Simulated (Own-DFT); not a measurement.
# Biaxial strain at fixed height in diamond-structure GeSn with randomly placed atoms, 64 atoms (Ge52Sn12)

Calculated, not measured: single-point runs of Own-DFT, a retired in-house plane-wave DFT program that no person has reviewed, on unrelaxed cells, without spin or spin-orbit coupling.

All runs used: PBE; PseudoDojo norm-conserving scalar-relativistic files; cutoff 49 hartree; 3 x 3 x 3 k mesh centred on Gamma; Fermi-Dirac smearing of 0.1 eV.

Caveats: forces on such cells moved up to 12 meV/angstrom on a denser k mesh; stress not checked against mesh or cutoff.

Unstrained cell vectors in Å: (11.628, 0.000, 0.000); (0.000, 11.628, 0.000); (0.000, 0.000, 11.628). The unstrained cell has measured lattice constants (interpolated for alloys), not those of this functional. That, the random moves and any unrelaxed bonds set the pressure at no strain. Each run strains x and y alike by e, as a substrate would, and holds the height along z. Each atom got a random Gaussian move of width 0.05 Å along each axis. The random placing of the alloy's atoms differs from row to row. Stress is positive in tension.

```
e (%)  u (Å)  (s_xx + s_yy)/2 (GPa)  s_zz (GPa)
-2.50  0.048                 -10.50       -9.11
-1.75  0.051                  -8.78       -7.99
-1.50  0.055                      ?           ?
-1.00  0.044                  -7.18       -6.75
-0.25  0.047                  -5.82       -5.79
 0.25  0.049                  -5.35       -5.54
 1.75  0.047                  -3.13       -3.84
 2.25  0.055                  -2.15       -3.19
 2.50  0.044                  -1.59       -2.81
 2.75  0.047                  -1.51       -2.83
```

## What the rows give

With e as a fraction, the in-plane stress is -5.6 + 171 e - 848 e² GPa (errors 4 and 282, scatter 0.21), and s_zz is -5.6 + 122 e - 632 e² GPa (slope ± 3, scatter 0.16). At e = 0 the first slope is C11 + C12 and the second 2 C12, both with the ions held to the strained lattice and at the cell's own pressure. The term in e² is negative: the layer stiffens under compression and softens under tension. A free layer would change its height as e changes, and the in-plane slope would drop by 2 C12²/C11 to the biaxial modulus. At fixed height, a misfit of 1 % moves the in-plane stress by about 1.7 GPa and s_zz by 1.2 GPa.

## Check

Asked: what are the two stresses at e = -1.50 %?

From the fit: -8.3 and -7.6 GPa. The run itself gave -8.65 and -7.87 GPa.
